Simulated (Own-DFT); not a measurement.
Simulation results for HfO₂ (monoclinic hafnia, atoms displaced)

Computed with Own-DFT development build. A calculation, not a measurement: plane-wave PBE density functional theory by an unreviewed code, no spin, of a simulated periodic cell, stress positive in tension, free energy of the whole cell less one offset for each atom, hafnium file: forces about 75 meV/angstrom off all-electron values; oxygen file: force components 24 meV/angstrom off all-electron in one glass; forces on such cells passed a denser k mesh, this cell's mesh not checked; offsets are fitted by least squares, one for each functional and potential file, so energies compare only between cells with the same atoms and settings and are not formation energies; the far tail of each file's local potential was reset to the Coulomb form; each entry is a single point on an unrelaxed cell, so the pressure reflects the starting lattice, mostly measured values, from which strain is counted, and rises with the displacements; printed positions are rounded, which can move forces by about a meV/angstrom; the program is a retired in-house code; no spin-orbit coupling; before rounding, a Quantum ESPRESSO 7.3.1 run of the same cell and cutoff gave forces within 1 meV/angstrom rms on each cell, which checks the program and not the settings.

Settings shared by all entries: functional PBE; potential files PseudoDojo norm-conserving, scalar-relativistic, standard set; wave cutoff 72 hartree; occupations Fermi-Dirac; smearing width 0.1 eV; k mesh 2 x 2 x 2 centred on Gamma.

(1) 
```xyz
96
Lattice="10.2340 0.0000 0.0000 0.0000 10.3500 0.0000 -1.6955 0.0000 10.4453" Properties=species:S:1:pos:R:3:force_x:R:1:force_y:R:1:force_z:R:1 formula=HfO2 free_energy_of_cell_above_offsets=-81.123 pressure=8.89 stress_xx=-7.95 stress_yy=-9.04 stress_zz=-9.69 stress_yz=-1.02 stress_xz=-1.28 stress_xy=1.3
Hf     1.2245     0.1841     1.2778      0.113      0.603     -5.075
Hf     3.3820     2.8415     1.5378      1.031     -0.222     -3.101
Hf     3.0155     4.9165     4.0228      1.069      1.996      1.295
Hf     0.7441     2.4310     3.7550      0.706      1.689     -1.875
O      0.0741     1.8389     1.8177      0.017     -0.975     -0.287
O      4.7093     4.2830     0.7722      -2.95     -1.616      0.377
O      4.1602     3.5425     3.3273      1.734     -1.698      0.274
O     -0.3575     1.0183     4.4242     -1.566     -2.264     -0.108
O      1.8825     3.8860     2.4724     -1.137      0.281      0.647
O      2.8843     1.3012     0.1395     -1.312      0.081        1.1
O      2.3580     1.2242     2.7097     -0.504      1.115      0.903
O      1.5509     3.8051     5.0753     -1.355      1.076     -0.662
Hf     0.3351     0.1803     6.2107      0.951      1.819      3.471
Hf     2.6387     2.7514     6.5962      0.966      1.064      6.332
Hf     2.0920     4.9121     9.3660      2.341     -0.552      0.315
Hf    -0.0794     2.4800     8.9013      3.037     -3.391      2.373
O     -0.5228     1.8928     7.1629     -3.618     -1.688     -5.886
O      3.7715     4.2363     6.1499      1.391      2.975       -2.4
O      3.3731     3.5330     8.6840      0.261     -0.889      -0.14
O     -1.1486     0.8896     9.5790     -1.406     -1.081      1.265
O      1.0143     3.8401     7.6759      0.068      2.139     -0.617
O      2.0546     1.3757     5.4460     -1.488     -3.016     -4.444
O      1.5348     1.3309     7.9125      1.331     -1.356      0.461
O      0.4586     3.8036    10.3021      1.728      1.779      1.894
Hf     1.1362     5.3573     1.0511       2.63      1.707      0.415
Hf     3.4243     7.9253     1.5142      2.405      0.371     -1.301
Hf     3.0885    10.3335     4.0824       2.06      -3.46       1.36
Hf     0.7533     7.6385     3.6537      2.192     -2.005      -0.33
O      0.0597     6.9129     1.7578     -0.602      1.406      1.473
O      4.6939     9.6230     0.8323     -1.554     -2.151      0.274
O      4.3080     8.6784     3.2345     -0.178      1.659      2.624
O     -0.2569     5.9546     4.3026      0.029      0.281      0.588
O      1.9739     9.0010     2.4672         -2       1.53      1.228
O      2.8182     6.5417     0.1158     -0.551     -1.332     -0.702
O      2.4156     6.4270     2.6899     -1.004     -0.239      1.032
O      1.4406     9.1600     5.0834     -0.334     -0.672     -1.234
Hf     0.3421     5.3005     6.3434      2.706      -0.63     -0.184
Hf     2.6348     7.8797     6.6985      0.429      1.747      0.849
Hf     2.0661    10.1021     9.2344     -0.079      4.695      3.517
Hf    -0.0753     7.6313     8.8046      0.816     -1.237      3.648
O     -0.6770     6.8316     6.9974     -1.024      0.854     -0.297
O      3.7112     9.5252     5.9934     -0.357     -0.882     -0.344
O      3.2349     8.7801     8.6301      2.786     -4.142     -1.644
O     -1.2337     5.9555     9.7386      0.726       2.58     -3.458
O      0.9558     9.2597     7.7460     -0.783     -2.655     -1.851
O      2.0144     6.6183     5.3281     -1.115     -1.181     -0.877
O      1.6164     6.3583     7.9966     -0.633      1.443     -1.592
O      0.5036     8.9093    10.2374      0.848      1.717      1.421
Hf     6.3714     0.2219     1.2689     -3.507     -2.088      -6.77
Hf     8.4616     2.7573     1.5066      2.409      1.643     -1.876
Hf     8.1909     5.0699     4.1357     -1.094     -1.459     -0.858
Hf     6.0427     2.2693     3.4997     -2.419      3.388      4.687
O      5.0928     1.7031     1.6510      1.552      0.485      2.495
O      9.6888     4.5522     0.6809       -2.3     -4.494      3.684
O      9.1917     3.4322     3.2775      1.062      0.386      1.827
O      4.9518     0.9439     4.5269     -3.981     -0.706      -3.83
O      7.0408     3.9500     2.3403     -0.101      -1.99      3.083
O      7.8794     1.2667     0.0150      0.958      0.775       2.37
O      7.5234     1.2013     2.7003      1.328      0.289      -0.27
O      6.4797     3.6879     5.1592      0.933      1.655     -1.552
Hf     5.4797     0.0661     6.2371      1.159      2.481      2.554
Hf     7.7606     2.9061     6.7449     -1.098     -3.285     -0.423
Hf     7.2566     4.9160     9.3945      -0.26      2.196     -2.189
Hf     5.1574     2.2583     8.9529     -4.512      1.657      -2.15
O      4.3806     1.8181     6.9635      0.917     -1.511      0.793
O      8.8328     4.3705     5.9888      1.328      0.859     -0.327
O      8.5611     3.4787     8.6346     -2.608      1.854      0.055
O      3.9221     0.7941     9.6830      1.114      1.066         -1
O      6.3296     3.9068     7.7462     -1.362      0.938      0.074
O      6.9505     1.3845     5.3482      3.113     -0.774     -0.535
O      6.7308     1.3464     7.8938      0.113     -1.238      0.781
O      5.7042     3.9158    10.3730      0.817      -2.76     -0.913
Hf     6.3507     5.2985     1.0902     -1.867      3.495     -0.502
Hf     8.4853     8.0529     1.5920      0.958     -3.553     -6.891
Hf     8.2859    10.0474     3.9973     -3.297      3.245      5.033
Hf     6.0760     7.5340     3.6630     -4.049      0.372      0.588
O      5.0668     6.8320     1.8825      1.714     -0.545     -0.392
O      9.7406     9.4810     0.8562     -0.181      0.994      0.981
O      9.1176     8.5100     3.4107      3.751      -1.55      1.615
O      4.9491     6.0263     4.3253     -1.945      -1.02      0.935
O      7.0582     9.0790     2.5131     -1.165      1.291      0.675
O      7.6592     6.5269     0.1711      3.122      0.466      -0.36
O      7.5166     6.4873     2.7400      0.846     -0.846      0.081
O      6.6062     9.0270     5.2039      0.957     -1.277     -2.256
Hf     5.5169     5.3926     6.2586     -0.148     -2.708     -0.175
Hf     7.8085     7.8393     6.8338     -2.775      1.974     -0.545
Hf     7.2736    10.2928     9.3084      1.073      -2.27      0.002
Hf     4.9346     7.5239     8.8747      1.208      0.278       2.31
O      4.4202     6.8139     7.0222     -2.913      1.909     -0.489
O      8.8963     9.3795     5.9921       1.08      1.059     -0.848
O      8.4295     8.6694     8.7565      0.282     -1.189     -1.769
O      3.9801     5.9434     9.7066     -2.172      0.786     -2.302
O      6.0748     9.0446     7.6492       0.87      0.132       0.89
O      7.0947     6.4071     5.3260      1.583      1.202     -0.097
O      6.6804     6.4826     7.8087     -0.034     -1.151      1.898
O      5.7192     8.8635    10.2547      0.721      2.265      1.183
```

Units: free_energy_of_cell_above_offsets in eV; pressure, stress_xx, stress_yy, stress_zz, stress_yz, stress_xz, stress_xy in GPa; force_x, force_y, force_z in eV/Å.

(2) 
```xyz
96
Lattice="10.2340 0.0000 0.0000 0.0000 10.3500 0.0000 -1.6955 0.0000 10.4453" Properties=species:S:1:pos:R:3:force_x:R:1:force_y:R:1:force_z:R:1 formula=HfO2 free_energy_of_cell_above_offsets=-91.989 pressure=6.44 stress_xx=-6.48 stress_yy=-5.94 stress_zz=-6.9 stress_yz=-0.48 stress_xz=-0.63 stress_xy=0.39
Hf     1.1832     0.2308     1.0901      0.699     -2.307     -0.394
Hf     3.4254     2.8764     1.5169     -0.616     -3.046     -0.341
Hf     3.0591     4.9279     4.1423     -1.341      1.018      0.058
Hf     0.8220     2.3087     3.7168     -0.496      1.404     -0.604
O      0.0602     1.6397     1.7129     -1.204      2.107      1.368
O      4.5758     4.2543     0.7771      1.581      1.049      0.371
O      4.1258     3.4148     3.3930      0.082      1.088      0.424
O     -0.2985     0.8516     4.4844     -0.784     -0.341     -1.228
O      1.9104     3.8994     2.5134     -0.514      0.255      0.106
O      2.7868     1.2845     0.0885      0.267      0.813      0.107
O      2.4267     1.3252     2.6855     -0.541     -1.377      0.596
O      1.4671     3.7464     5.1382      0.594      0.934     -0.154
Hf     0.4591     0.2458     6.2742      -1.87     -0.273      0.967
Hf     2.6184     2.8018     6.8357     -0.397     -0.443     -2.639
Hf     2.2500     4.9400     9.3846     -2.373      3.298     -0.103
Hf    -0.0646     2.3013     8.9257      -0.71      1.282     -0.251
O     -0.6935     1.7702     7.0197     -0.694     -0.622      0.006
O      3.8104     4.3591     5.9959      -1.85     -1.602      0.347
O      3.1543     3.5204     8.5690      4.073     -2.589      0.962
O     -1.2567     0.8565     9.6464      0.603      1.121     -0.338
O      1.0023     3.8688     7.6518     -0.319      0.396      0.709
O      1.9742     1.3270     5.2669      0.622     -0.489      0.963
O      1.4172     1.2504     7.9229      2.374     -0.355      0.432
O      0.6018     3.8425    10.3259       0.08     -0.431     -0.323
Hf     1.3338     5.3018     1.0990     -1.886      2.754     -0.155
Hf     3.4706     7.9394     1.4999     -0.674     -0.063      0.543
Hf     3.0618    10.1599     4.1656      0.571     -0.054      -2.02
Hf     0.8807     7.5750     3.7659     -1.356     -1.446     -2.049
O      0.1180     6.8168     1.7665     -0.576      0.788      0.678
O      4.6260     9.4171     0.8961      0.656      1.399      -1.41
O      4.1574     8.5054     3.3649       0.14      1.209      1.832
O     -0.2959     6.0377     4.5247     -0.679      0.108     -0.627
O      1.9010     8.9920     2.4984     -0.453      1.717      0.161
O      2.8869     6.5279     0.1510      -0.91     -0.667     -0.751
O      2.3350     6.4206     2.7905      1.134     -0.909     -0.138
O      1.4993     8.9996     5.0966      0.198      1.111      1.036
Hf     0.4682     5.3785     6.3600     -1.651      0.235     -0.521
Hf     2.6414     8.1078     6.7476     -0.412     -2.378      0.105
Hf     2.1661    10.1341     9.3995     -0.726      0.067      0.725
Hf    -0.0462     7.5923     8.9147     -0.424     -0.759      0.834
O     -0.8395     6.9093     7.1387      0.147      -0.16     -1.076
O      3.8357     9.5791     6.0221     -1.602     -1.196      0.151
O      3.2701     8.6176     8.6573      0.929      0.228      0.214
O     -1.2234     6.0449     9.5860      1.745      0.934      0.086
O      1.0449     9.1401     7.7731      0.003      0.045     -0.775
O      1.9957     6.5527     5.3571      0.375     -0.303      0.153
O      1.5690     6.4562     7.8635     -0.111      -0.26       0.98
O      0.5271     9.0867    10.3669      1.167     -0.644     -0.733
Hf     6.3757     0.1784     1.0554     -0.001     -0.129      2.499
Hf     8.5685     2.8086     1.4616      1.066      0.509        1.5
Hf     8.1473     5.0115     4.1390       0.74     -1.724      0.895
Hf     5.8231     2.4263     3.6437      2.844     -0.836      1.955
O      5.1474     1.7603     1.8600      0.196     -0.809     -1.581
O      9.7626     4.4521     0.7260      -0.98     -2.584       1.43
O      9.3046     3.3718     3.4406      0.522      0.238     -0.761
O      4.7649     0.9023     4.4155     -0.396     -0.662      0.138
O      7.0706     3.8717     2.4883      -0.75      0.713     -0.325
O      7.9648     1.2913     0.1721     -0.268      1.069     -0.812
O      7.4959     1.2921     2.7440     -0.045     -0.412     -0.617
O      6.5548     3.8054     5.1174     -0.565       1.09     -0.916
Hf     5.4995     0.2164     6.3553      2.315      1.632     -1.336
Hf     7.7473     2.8265     6.8100     -0.843     -0.175     -2.188
Hf     7.3611     5.0035     9.3415     -1.396      1.251     -0.572
Hf     5.1225     2.3635     9.0158      0.208      0.208     -2.199
O      4.3923     1.6929     7.0741     -2.395      1.251      0.561
O      8.8345     4.2202     5.9961       1.91      1.927     -0.338
O      8.4523     3.5762     8.5632      2.132     -1.879      1.267
O      3.9902     0.8603     9.7705      -1.66      0.243     -1.861
O      6.2073     3.8919     7.6923     -1.708      0.661      0.668
O      7.1116     1.4550     5.3683     -0.478       -2.3     -0.803
O      6.5568     1.2873     7.8648       0.94     -0.332      2.339
O      5.6644     3.8460    10.2773      0.328     -0.099      0.921
Hf     6.3208     5.3356     1.1732      0.961      1.669     -1.522
Hf     8.5173     7.9934     1.5720      2.092     -1.509     -2.138
Hf     8.1592    10.1819     4.1232     -0.496     -0.035      0.278
Hf     5.8946     7.5442     3.7743      1.027      0.499      -2.09
O      5.2593     6.9265     1.7465     -0.585     -0.337      0.528
O      9.5978     9.5237     0.6879      1.912     -0.069      2.521
O      9.2914     8.6218     3.3373      1.108      0.416       1.46
O      4.8297     6.0441     4.3722     -1.732     -1.377     -0.009
O      7.0730     9.0726     2.4739     -1.501      0.903      0.428
O      7.9562     6.5268     0.0306     -0.916     -0.151      0.759
O      7.4438     6.4245     2.6899        0.4     -0.357      0.695
O      6.5350     8.9680     5.0838       0.38       0.61      0.616
Hf     5.4211     5.3941     6.2587      3.289     -0.688      1.311
Hf     7.6958     7.9813     6.7784      0.506     -0.414     -0.028
Hf     7.2647    10.1649     9.3476        0.1     -0.163     -0.814
Hf     5.0633     7.5687     8.8893      0.696     -1.079      1.187
O      4.3489     6.9108     7.0204     -1.272      1.113     -0.226
O      8.8358     9.5183     5.9856      0.634      -0.28      0.738
O      8.4907     8.7305     8.7722      0.103     -1.255     -2.049
O      3.8712     6.0891     9.7326      0.146     -0.316     -0.694
O      6.0908     9.1448     7.7401      0.476     -0.711     -0.273
O      7.0876     6.3851     5.3454      0.301      1.761       0.03
O      6.5840     6.4354     7.8609      0.355      0.507      0.675
O      5.8266     9.0198    10.2683      -2.57     -0.232      0.471
```

Units: free_energy_of_cell_above_offsets in eV; pressure, stress_xx, stress_yy, stress_zz, stress_yz, stress_xz, stress_xy in GPa; force_x, force_y, force_z in eV/Å.
